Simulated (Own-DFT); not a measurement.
SiC (2H silicon carbide, atoms displaced), GaP (zincblende, strained, atoms displaced) (calculated)

A calculation, not a measurement: plane-wave PBE density functional theory by an unreviewed code, no spin, of a simulated periodic cell, stress positive in tension, free energy of the whole cell less one offset for each atom, forces on such cells passed a denser k mesh, this cell's mesh not checked; offsets are fitted by least squares, one for each functional and potential file, so energies compare only between cells with the same atoms and settings and are not formation energies; the far tail of each file's local potential was reset to the Coulomb form; each entry is a single point on an unrelaxed cell, so the pressure reflects the starting lattice, mostly measured values (interpolated for alloys), from which strain is counted, and rises with the displacements; printed positions are rounded, which can move forces by about a meV/angstrom; the program, named Own-DFT, is a retired in-house code; no spin-orbit coupling. Program: Own-DFT development build.

Common to all runs: functional PBE; potential files PseudoDojo norm-conserving, scalar-relativistic, standard set; wave cutoff 42 hartree; occupations Fermi-Dirac; smearing width 0.1 eV.

(1) SiC (2H silicon carbide, atoms displaced)

```cif
# cell vector a (Å): 9.2481 0.0000 0.0000
# cell vector b (Å): -4.6241 8.0091 0.0000
# cell vector c (Å): 0.0000 0.0000 10.0681
data_SiC
_symmetry_space_group_name_H-M 'P 1'
_symmetry_Int_Tables_number 1
_cell_length_a 9.2481
_cell_length_b 9.2481
_cell_length_c 10.0681
_cell_angle_alpha 90.000
_cell_angle_beta 90.000
_cell_angle_gamma 120.000
_cell_volume 745.73
loop_
_atom_site_label
_atom_site_type_symbol
_atom_site_fract_x
_atom_site_fract_y
_atom_site_fract_z
_atom_site_occupancy
Si1 Si 0.99977 0.99883 0.99941 1
Si2 Si 0.12466 0.23018 0.24937 1
C1 C 0.99530 0.01516 0.18993 1
C2 C 0.11336 0.22699 0.43401 1
Si3 Si 0.00895 0.00212 0.50196 1
Si4 Si 0.11607 0.22493 0.74592 1
C3 C 0.00903 0.01285 0.67971 1
C4 C 0.11221 0.23068 0.93529 1
Si5 Si 0.00864 0.33770 0.00644 1
Si6 Si 0.11608 0.56052 0.25622 1
C5 C 0.00327 0.33996 0.18748 1
C6 C 0.11055 0.54348 0.43827 1
Si7 Si 0.99174 0.31989 0.49915 1
Si8 Si 0.11361 0.55690 0.75407 1
C7 C 0.99504 0.32697 0.68243 1
C8 C 0.09999 0.54498 0.94233 1
Si9 Si 0.00177 0.67313 0.99948 1
Si10 Si 0.09474 0.87748 0.24303 1
C9 C 0.99899 0.65811 0.19417 1
C10 C 0.11857 0.88996 0.43997 1
Si11 Si 0.99523 0.66608 0.50112 1
Si12 Si 0.11669 0.89077 0.75566 1
C11 C 0.99803 0.67358 0.68448 1
C12 C 0.10390 0.89215 0.92914 1
Si13 Si 0.33217 0.00102 0.99013 1
Si14 Si 0.44288 0.21252 0.25423 1
C13 C 0.33044 0.00125 0.17624 1
C14 C 0.43385 0.22633 0.43915 1
Si15 Si 0.33625 0.99041 0.50936 1
Si16 Si 0.42487 0.20443 0.75438 1
C15 C 0.32711 0.00019 0.66786 1
C16 C 0.42979 0.22663 0.92307 1
Si17 Si 0.33056 0.32437 0.00156 1
Si18 Si 0.43704 0.54943 0.26364 1
C17 C 0.32887 0.33844 0.19902 1
C18 C 0.43780 0.55256 0.43321 1
Si19 Si 0.33833 0.33970 0.50155 1
Si20 Si 0.44811 0.55206 0.75137 1
C19 C 0.31815 0.33247 0.69034 1
C20 C 0.44955 0.55277 0.94068 1
Si21 Si 0.33429 0.66728 0.99372 1
Si22 Si 0.43515 0.88569 0.25073 1
C21 C 0.33612 0.66522 0.18494 1
C22 C 0.44706 0.89142 0.44378 1
Si23 Si 0.34017 0.66949 0.50013 1
Si24 Si 0.45655 0.89549 0.75436 1
C23 C 0.32368 0.66684 0.68277 1
C24 C 0.46269 0.88950 0.93919 1
Si25 Si 0.66503 0.99044 0.00469 1
Si26 Si 0.77884 0.21844 0.25422 1
C25 C 0.66368 0.99993 0.18766 1
C26 C 0.77577 0.21352 0.44226 1
Si27 Si 0.66347 0.99895 0.51051 1
Si28 Si 0.78686 0.22378 0.74942 1
C27 C 0.67606 0.00734 0.68986 1
C28 C 0.77958 0.22132 0.93638 1
Si29 Si 0.66500 0.34000 0.00717 1
Si30 Si 0.79176 0.57373 0.23942 1
C29 C 0.66530 0.34234 0.19459 1
C30 C 0.78150 0.55275 0.42937 1
Si31 Si 0.66749 0.33332 0.50025 1
Si32 Si 0.78230 0.57083 0.74411 1
C31 C 0.66949 0.33397 0.68536 1
C32 C 0.77931 0.55085 0.93576 1
Si33 Si 0.66768 0.66303 0.00586 1
Si34 Si 0.77780 0.89839 0.23149 1
C33 C 0.65519 0.65925 0.19681 1
C34 C 0.77496 0.88935 0.43968 1
Si35 Si 0.65952 0.66498 0.49610 1
Si36 Si 0.78127 0.89504 0.74844 1
C35 C 0.66178 0.66426 0.68560 1
C36 C 0.77817 0.89222 0.92884 1
```

It was run with hardware one NVIDIA H100 and k mesh 4 x 4 x 3 centred on Gamma.

Results for SiC (2H silicon carbide, atoms displaced): free energy of cell above offsets -2.645 eV; pressure 6.1 GPa; stress xx -4.39 GPa; stress yy -3.17 GPa; stress zz -10.75 GPa; stress yz -0.48 GPa; stress xz 1.61 GPa; stress xy -1.4 GPa; wall time 359 s.

Force:
```
element  x (eV/Å)  y (eV/Å)  z (eV/Å)
     Si    -1.705     2.109    -0.453
     Si    -3.834     -0.51     1.425
      C     2.486    -2.269    -1.857
      C     0.748    -1.003     0.695
     Si    -1.116     0.023    -2.234
     Si    -3.249    -0.445     1.154
      C     0.155     -2.15     2.776
      C     0.951     -1.56     0.385
     Si    -1.972    -1.963    -0.624
     Si     0.877    -1.541    -0.482
      C     0.289    -0.629     1.203
      C    -0.784      1.74     0.822
     Si     0.791     1.508    -0.213
     Si    -1.635    -1.232    -1.265
      C     1.146     1.553     1.077
      C     1.008     3.574    -1.114
     Si     0.284    -1.852    -0.104
     Si     1.169     2.786     1.961
      C     0.678      2.49    -2.945
      C    -0.622    -0.751    -1.325
     Si     1.333    -0.178    -1.047
     Si    -1.541    -0.009    -4.614
      C     1.179    -0.154     1.424
      C     2.049    -0.587     2.841
     Si     0.787     0.315     0.604
     Si    -1.376     2.037     0.039
      C     -0.46    -0.972     1.067
      C     3.265    -1.724     0.183
     Si    -1.668     1.649    -8.054
     Si     1.215     3.268    -5.022
      C     0.852    -0.407     10.81
      C      3.16    -1.857     4.411
     Si    -2.225     2.323     0.935
     Si     0.054     1.106    -4.212
      C     3.711    -0.793        -3
      C     0.787     0.948     3.821
     Si    -2.119    -1.223     0.416
     Si    -1.627     0.067     0.292
      C      4.27     1.419    -1.411
      C    -0.846    -0.063    -0.286
     Si      0.49    -1.224     1.091
     Si     1.063     0.253    -0.234
      C    -0.752     0.432     0.658
      C     0.253    -0.655    -1.264
     Si    -1.984    -1.051    -0.223
     Si    -0.732    -0.926    -1.594
      C     2.476     0.934     1.909
      C      -4.5    -0.771    -1.123
     Si      1.24     3.531    -0.759
     Si    -0.343     1.236    -0.549
      C    -1.373     0.213    -0.071
      C    -1.294     0.354    -0.889
     Si      1.52    -0.159    -2.238
     Si    -2.014     0.943     0.835
      C    -1.051    -1.079     0.554
      C    -0.454    -0.099     1.382
     Si     1.233    -1.945    -1.547
     Si    -2.747    -3.612     3.024
      C      0.76    -1.123    -0.802
      C    -1.164     0.621     0.938
     Si    -0.456     -0.15    -0.544
     Si     0.516    -3.139     0.708
      C    -0.917     0.012     1.029
      C    -0.749     1.836      0.48
     Si    -0.396     0.208    -0.929
     Si     -0.32    -2.166     4.351
      C     1.178     2.194    -1.959
      C     0.516     0.176    -0.627
     Si     1.739     0.467    -0.571
     Si     0.898    -0.494    -1.398
      C    -0.231     1.327    -0.365
      C      1.13    -1.191     2.643
```

(2) SiC (2H silicon carbide, atoms displaced)

```cif
# cell vector a (Å): 6.1654 0.0000 0.0000
# cell vector b (Å): -3.0827 5.3394 0.0000
# cell vector c (Å): 0.0000 0.0000 10.0681
data_SiC
_symmetry_space_group_name_H-M 'P 1'
_symmetry_Int_Tables_number 1
_cell_length_a 6.1654
_cell_length_b 6.1654
_cell_length_c 10.0681
_cell_angle_alpha 90.000
_cell_angle_beta 90.000
_cell_angle_gamma 120.000
_cell_volume 331.44
loop_
_atom_site_label
_atom_site_type_symbol
_atom_site_fract_x
_atom_site_fract_y
_atom_site_fract_z
_atom_site_occupancy
Si1 Si 0.00391 0.00253 0.99802 1
Si2 Si 0.16901 0.32946 0.24907 1
C1 C 0.99504 0.00579 0.18590 1
C2 C 0.16664 0.32756 0.43455 1
Si3 Si 0.00477 0.00474 0.49394 1
Si4 Si 0.16157 0.32567 0.75341 1
C3 C 0.99807 0.00120 0.68554 1
C4 C 0.17319 0.33564 0.93737 1
Si5 Si 0.00224 0.49957 0.99855 1
Si6 Si 0.16366 0.81942 0.25025 1
C5 C 0.99930 0.50294 0.18263 1
C6 C 0.17139 0.82781 0.43289 1
Si7 Si 0.99482 0.50221 0.49516 1
Si8 Si 0.15703 0.83753 0.74984 1
C7 C 0.00480 0.50624 0.68350 1
C8 C 0.17242 0.83736 0.94165 1
Si9 Si 0.49209 0.00777 0.00042 1
Si10 Si 0.66210 0.33571 0.24541 1
C9 C 0.50426 0.00155 0.18888 1
C10 C 0.66571 0.33346 0.43781 1
Si11 Si 0.49529 0.99989 0.50052 1
Si12 Si 0.66554 0.33002 0.75456 1
C11 C 0.49237 0.99474 0.68515 1
C12 C 0.66363 0.33242 0.92942 1
Si13 Si 0.49754 0.49766 0.99552 1
Si14 Si 0.66146 0.84328 0.25102 1
C13 C 0.50168 0.50172 0.18933 1
C14 C 0.66996 0.82910 0.43993 1
Si15 Si 0.49245 0.50043 0.49945 1
Si16 Si 0.66826 0.82243 0.74713 1
C15 C 0.49521 0.49498 0.68830 1
C16 C 0.67303 0.83489 0.94058 1
```

Here we set hardware one NVIDIA H100 and k mesh 5 x 5 x 3 centred on Gamma.

It finds free energy of cell above offsets -4.422 eV; pressure 3.98 GPa; stress xx -1.94 GPa; stress yy -3.78 GPa; stress zz -6.22 GPa; stress yz -0.18 GPa; stress xz -1.04 GPa; stress xy -1.21 GPa; wall time 118.1 s.

Force:
```
element  x (eV/Å)  y (eV/Å)  z (eV/Å)
     Si    -0.518    -0.259     0.881
     Si    -0.524     0.423    -0.485
      C     1.036    -0.969     0.396
      C    -0.851     1.005     0.182
     Si     0.135    -1.147     0.673
     Si    -0.263     1.336    -1.368
      C    -0.129    -0.065    -0.267
      C    -0.973    -0.414     0.036
     Si    -0.318     0.094    -0.416
     Si    -0.917     2.054    -0.956
      C     0.321    -1.184     0.682
      C    -0.887     0.448     0.603
     Si     0.786    -0.751     0.746
     Si     1.818    -0.544    -0.156
      C    -0.493    -0.774     1.094
      C    -1.071    -0.658    -1.098
     Si      2.47    -0.651    -0.089
     Si     0.718    -0.014     1.131
      C    -1.779     0.385     -0.66
      C    -0.551    -0.078    -0.612
     Si     1.071     0.079    -0.174
     Si      0.19    -0.148    -3.564
      C     0.417     0.235      1.03
      C     0.482     0.344     3.018
     Si     0.677     1.137     1.018
     Si     1.989    -1.185    -0.007
      C    -0.611     0.359    -0.983
      C    -0.995     0.796    -0.462
     Si     1.143    -0.396     0.245
     Si     -1.63     0.958     0.537
      C     0.214    -0.501    -0.051
      C    -0.956     0.087    -0.925
```

(3) SiC (2H silicon carbide, atoms displaced)

```cif
# cell vector a (Å): 9.2481 0.0000 0.0000
# cell vector b (Å): -4.6241 8.0091 0.0000
# cell vector c (Å): 0.0000 0.0000 10.0681
data_SiC
_symmetry_space_group_name_H-M 'P 1'
_symmetry_Int_Tables_number 1
_cell_length_a 9.2481
_cell_length_b 9.2481
_cell_length_c 10.0681
_cell_angle_alpha 90.000
_cell_angle_beta 90.000
_cell_angle_gamma 120.000
_cell_volume 745.73
loop_
_atom_site_label
_atom_site_type_symbol
_atom_site_fract_x
_atom_site_fract_y
_atom_site_fract_z
_atom_site_occupancy
Si1 Si 0.98208 0.99648 0.00710 1
Si2 Si 0.10764 0.21133 0.24627 1
C1 C 0.00633 0.01438 0.18275 1
C2 C 0.11175 0.22283 0.43771 1
Si3 Si 0.00729 0.00026 0.51029 1
Si4 Si 0.10290 0.21499 0.74779 1
C3 C 0.99943 0.99753 0.69255 1
C4 C 0.10334 0.20657 0.93407 1
Si5 Si 0.00576 0.34058 0.99501 1
Si6 Si 0.09261 0.55378 0.24286 1
C5 C 0.99741 0.32781 0.18988 1
C6 C 0.11898 0.55355 0.43148 1
Si7 Si 0.99358 0.32692 0.49827 1
Si8 Si 0.11066 0.55472 0.75034 1
C7 C 0.98747 0.32678 0.68847 1
C8 C 0.10550 0.55371 0.94046 1
Si9 Si 0.01271 0.67934 0.00301 1
Si10 Si 0.10779 0.88129 0.25038 1
C9 C 0.00112 0.66468 0.19448 1
C10 C 0.10685 0.88066 0.43681 1
Si11 Si 0.01995 0.67803 0.50155 1
Si12 Si 0.12841 0.90858 0.74033 1
C11 C 0.99995 0.67542 0.69655 1
C12 C 0.11518 0.88836 0.92679 1
Si13 Si 0.32296 0.00305 0.99849 1
Si14 Si 0.43279 0.21694 0.25150 1
C13 C 0.33603 0.99064 0.17964 1
C14 C 0.45351 0.23255 0.43250 1
Si15 Si 0.32999 0.99527 0.49051 1
Si16 Si 0.44261 0.21065 0.75737 1
C15 C 0.34327 0.99828 0.68479 1
C16 C 0.45039 0.21310 0.94335 1
Si17 Si 0.32820 0.31801 0.99608 1
Si18 Si 0.44518 0.56015 0.25161 1
C17 C 0.32200 0.32729 0.18551 1
C18 C 0.44342 0.55970 0.42952 1
Si19 Si 0.34094 0.33583 0.51409 1
Si20 Si 0.44448 0.55928 0.73784 1
C19 C 0.33766 0.33512 0.67670 1
C20 C 0.43815 0.55275 0.93458 1
Si21 Si 0.32782 0.66673 0.00527 1
Si22 Si 0.43894 0.88172 0.25033 1
C21 C 0.33606 0.67086 0.19366 1
C22 C 0.43452 0.87738 0.42929 1
Si23 Si 0.34227 0.66004 0.50890 1
Si24 Si 0.44622 0.88888 0.75554 1
C23 C 0.33520 0.67189 0.69840 1
C24 C 0.44990 0.88800 0.94083 1
Si25 Si 0.67861 0.01029 0.00063 1
Si26 Si 0.77147 0.23493 0.23859 1
C25 C 0.67421 0.99747 0.19497 1
C26 C 0.77631 0.21795 0.43580 1
Si27 Si 0.68011 0.00627 0.50040 1
Si28 Si 0.76988 0.21311 0.75083 1
C27 C 0.66985 0.99094 0.69240 1
C28 C 0.79320 0.22466 0.94510 1
Si29 Si 0.66114 0.33669 0.00105 1
Si30 Si 0.77464 0.55577 0.24682 1
C29 C 0.67151 0.34366 0.19061 1
C30 C 0.77632 0.55694 0.44324 1
Si31 Si 0.65753 0.31554 0.50777 1
Si32 Si 0.79391 0.57789 0.74064 1
C31 C 0.65942 0.33589 0.68560 1
C32 C 0.76457 0.54598 0.94076 1
Si33 Si 0.66479 0.66642 0.00054 1
Si34 Si 0.77425 0.89206 0.24870 1
C33 C 0.66338 0.66886 0.17974 1
C34 C 0.77324 0.88668 0.42468 1
Si35 Si 0.65492 0.66220 0.51256 1
Si36 Si 0.77606 0.88683 0.75019 1
C35 C 0.68162 0.67152 0.69166 1
C36 C 0.78410 0.89551 0.94692 1
```

Settings of this run: hardware one NVIDIA H100 and k mesh 4 x 4 x 3 centred on Gamma.

It finds free energy of cell above offsets -1.412 eV; pressure 6.5 GPa; stress xx -5.09 GPa; stress yy -6.13 GPa; stress zz -8.28 GPa; stress yz -0.12 GPa; stress xz -1.41 GPa; stress xy 0.73 GPa; wall time 370.6 s.

Force:
```
element  x (eV/Å)  y (eV/Å)  z (eV/Å)
     Si     4.524     1.118    -1.448
     Si    -1.188     3.919     2.264
      C      0.46    -5.385     1.172
      C      1.09    -0.757     0.778
     Si    -1.778    -0.111    -3.183
     Si     0.181     1.636      0.15
      C    -0.093     0.285    -0.865
      C     0.171     2.076    -0.085
     Si       1.4    -1.364     1.842
     Si     6.021    -1.847      2.33
      C    -0.597     1.065    -1.143
      C    -1.017    -0.055     1.893
     Si     0.457     1.212    -0.533
     Si    -1.089    -0.207     0.485
      C     1.335       0.8    -0.187
      C     0.716     1.354    -0.555
     Si    -1.839    -2.112    -0.926
     Si    -0.101     1.916    -0.469
      C     -3.25      1.73     -2.44
      C    -0.069     2.904    -0.021
     Si    -1.813     -4.31     0.384
     Si    -0.513    -3.076     1.913
      C     4.049     1.508    -2.324
      C    -1.525     0.891     1.519
     Si     2.766    -2.141     0.186
     Si     1.037      0.64    -1.111
      C    -2.016     1.123     1.919
      C    -1.542    -2.401     1.175
     Si      1.36     0.869     0.283
     Si     0.065     2.333    -1.405
      C    -0.753     0.613    -0.861
      C    -2.046     0.834     -1.34
     Si    -0.947     1.982     0.217
     Si     -0.16    -0.984    -1.985
      C     1.565     0.859    -0.037
      C     1.511    -1.454     3.724
     Si    -0.988    -0.481    -8.385
     Si     1.293    -0.928     3.594
      C    -0.617    -0.746     7.253
      C     0.382    -0.589    -0.205
     Si     1.512    -0.114    -0.419
     Si     1.671     1.257    -0.787
      C    -1.329    -2.005    -1.616
      C     0.852     1.346     3.042
     Si    -3.155     1.269    -2.185
     Si     0.792     0.034     0.434
      C     0.002    -0.979    -2.235
      C    -0.955     0.931    -0.061
     Si    -1.271     -1.79     1.606
     Si     3.396    -3.197     2.262
      C    -3.843     2.116    -2.131
      C    -0.679     0.835    -0.149
     Si    -1.514    -1.945    -1.245
     Si    -0.324     1.407     0.804
      C    -1.651     0.945    -1.202
      C    -3.412     0.185    -1.838
     Si     2.777    -0.547     0.647
     Si    -0.924     1.386       2.1
      C    -2.722    -1.259    -1.637
      C     0.566    -0.386    -0.084
     Si     1.054     2.982    -2.149
     Si    -0.517    -5.299     3.219
      C     1.301    -0.472     2.215
      C     1.513     3.048    -1.395
     Si    -0.859    -0.462    -1.247
     Si     2.153    -0.952    -0.697
      C     0.608     -0.03     2.064
      C     1.286    -0.206     4.654
     Si     2.543     1.089     -4.19
     Si     1.429     0.255     2.001
      C    -4.301     0.655    -0.506
      C    -2.442    -2.817    -2.848
```

(4) GaP (zincblende, strained, atoms displaced)

```cif
# cell vector a (Å): 10.8620 0.0000 0.0000
# cell vector b (Å): 0.0000 10.8620 0.0000
# cell vector c (Å): 0.0000 0.0000 10.9361
data_GaP
_symmetry_space_group_name_H-M 'P 1'
_symmetry_Int_Tables_number 1
_cell_length_a 10.8620
_cell_length_b 10.8620
_cell_length_c 10.9361
_cell_angle_alpha 90.000
_cell_angle_beta 90.000
_cell_angle_gamma 90.000
_cell_volume 1290.27
loop_
_atom_site_label
_atom_site_type_symbol
_atom_site_fract_x
_atom_site_fract_y
_atom_site_fract_z
_atom_site_occupancy
Ga1 Ga 0.00636 0.00264 0.99958 1
Ga2 Ga 0.00289 0.24771 0.25416 1
Ga3 Ga 0.24439 0.00447 0.24273 1
Ga4 Ga 0.24295 0.24299 0.00324 1
P1 P 0.13076 0.12574 0.12619 1
P2 P 0.12640 0.37127 0.37290 1
P3 P 0.37561 0.12237 0.36671 1
P4 P 0.37187 0.36990 0.11928 1
Ga5 Ga 0.00017 0.00390 0.49626 1
Ga6 Ga 0.99816 0.25120 0.74670 1
Ga7 Ga 0.24327 0.99890 0.74539 1
Ga8 Ga 0.25009 0.24419 0.50586 1
P5 P 0.12594 0.12721 0.61744 1
P6 P 0.13619 0.37745 0.88533 1
P7 P 0.37458 0.12473 0.88190 1
P8 P 0.37183 0.37416 0.62889 1
Ga9 Ga 0.99655 0.50011 0.00742 1
Ga10 Ga 0.00153 0.75614 0.24710 1
Ga11 Ga 0.25426 0.50127 0.24931 1
Ga12 Ga 0.24450 0.75165 0.99932 1
P9 P 0.12775 0.62637 0.12550 1
P10 P 0.12256 0.87220 0.38460 1
P11 P 0.37616 0.62879 0.37892 1
P12 P 0.37906 0.87534 0.12195 1
Ga13 Ga 0.99791 0.50378 0.49631 1
Ga14 Ga 0.00278 0.74868 0.75357 1
Ga15 Ga 0.25433 0.50526 0.75417 1
Ga16 Ga 0.24980 0.75266 0.49509 1
P13 P 0.12103 0.62328 0.62550 1
P14 P 0.12262 0.87715 0.87723 1
P15 P 0.37468 0.62618 0.87714 1
P16 P 0.38139 0.88074 0.62272 1
Ga17 Ga 0.50613 0.99971 0.00514 1
Ga18 Ga 0.49640 0.25880 0.24348 1
Ga19 Ga 0.75217 0.99555 0.24501 1
Ga20 Ga 0.75626 0.25050 0.00429 1
P17 P 0.63406 0.12561 0.12087 1
P18 P 0.62601 0.37633 0.37871 1
P19 P 0.87555 0.13578 0.37008 1
P20 P 0.87662 0.36697 0.11783 1
Ga21 Ga 0.50670 0.00601 0.49941 1
Ga22 Ga 0.50390 0.25609 0.74823 1
Ga23 Ga 0.74886 0.99975 0.75084 1
Ga24 Ga 0.74169 0.24737 0.50495 1
P21 P 0.62595 0.11924 0.62398 1
P22 P 0.62764 0.36796 0.87743 1
P23 P 0.87834 0.12501 0.87909 1
P24 P 0.87358 0.37882 0.62168 1
Ga25 Ga 0.50182 0.49837 0.00538 1
Ga26 Ga 0.49955 0.75282 0.24945 1
Ga27 Ga 0.74731 0.50230 0.24581 1
Ga28 Ga 0.75335 0.74500 0.98913 1
P25 P 0.62495 0.62724 0.12515 1
P26 P 0.63311 0.86940 0.37766 1
P27 P 0.87006 0.62885 0.37376 1
P28 P 0.88443 0.87365 0.12714 1
Ga29 Ga 0.50470 0.49964 0.49756 1
Ga30 Ga 0.50426 0.75356 0.74743 1
Ga31 Ga 0.74746 0.49982 0.74397 1
Ga32 Ga 0.74271 0.75214 0.50039 1
P29 P 0.62540 0.62773 0.62959 1
P30 P 0.62835 0.87292 0.87009 1
P31 P 0.87094 0.63102 0.87562 1
P32 P 0.87866 0.87429 0.62115 1
```

Here we set k mesh 3 x 3 x 3 centred on Gamma.

It finds free energy of cell above offsets -33.571 eV; pressure 3.53 GPa; stress xx -3.73 GPa; stress yy -3.75 GPa; stress zz -3.12 GPa; stress yz 0.55 GPa; stress xz -0.33 GPa; stress xy 0.23 GPa.

Force:
```
element  x (eV/Å)  y (eV/Å)  z (eV/Å)
     Ga     -0.47      0.01     0.411
     Ga     0.198     0.531     -0.92
     Ga     0.916    -1.506     1.167
     Ga      1.18     0.388     -0.59
      P    -1.699     0.025     0.065
      P      0.33     0.679     0.503
      P      0.21     0.438     0.599
      P    -0.137     0.818      0.19
     Ga    -0.607     0.166    -0.001
     Ga     0.531     0.375     0.543
     Ga     0.854     0.289     0.426
     Ga     0.854     0.724     -1.27
      P    -0.841    -0.537     1.187
      P    -1.518     0.193    -1.081
      P     0.164     -0.24    -0.932
      P     0.456     0.391    -0.571
     Ga     0.414     0.277    -0.876
     Ga     0.421    -0.975     0.981
     Ga     -0.02    -0.219     0.171
     Ga     0.751    -0.015    -0.054
      P    -0.395    -0.057     0.383
      P     0.109     0.833    -1.671
      P     0.199    -0.461    -0.556
      P     -0.68    -0.005     0.319
     Ga     0.034    -0.281    -0.353
     Ga    -0.373     0.279    -0.381
     Ga    -0.455    -0.356    -0.242
     Ga     0.373    -0.262      1.32
      P     0.747     0.174     0.035
      P     0.333     -0.18     -0.54
      P     0.668     0.506     0.059
      P    -0.649    -0.377    -0.053
     Ga     -0.08     0.069    -0.811
     Ga      0.72    -0.865     0.607
     Ga     0.364     0.329     0.517
     Ga     -0.49    -0.607    -1.177
      P      -0.8     0.029     0.849
      P    -0.066    -0.244    -0.881
      P    -0.827    -1.391     0.763
      P     0.365     1.128     1.796
     Ga    -0.644    -0.732    -1.036
     Ga    -0.584    -0.948     0.317
     Ga      0.96    -0.172    -0.111
     Ga     0.915     0.348    -0.404
      P    -0.056     0.856     0.842
      P     0.244     0.996    -0.017
      P     -0.15    -0.023    -0.676
      P     0.011    -0.421      0.03
     Ga    -0.141    -0.058    -0.647
     Ga     0.079    -0.069     0.293
     Ga     0.587    -0.508     0.249
     Ga    -0.751     1.255     1.673
      P     0.019     0.161    -0.335
      P    -1.278     1.358     -0.98
      P     0.337    -0.086    -0.281
      P    -1.047      0.43    -1.278
     Ga     -0.67     0.232     0.752
     Ga     -0.88    -0.189     0.363
     Ga     0.254     -0.15     1.002
     Ga     1.323    -0.721     0.756
      P    -0.297    -0.334     -0.75
      P    -0.255     0.411     0.806
      P     1.244    -1.918     -0.92
      P      -0.3     0.208     0.427
```
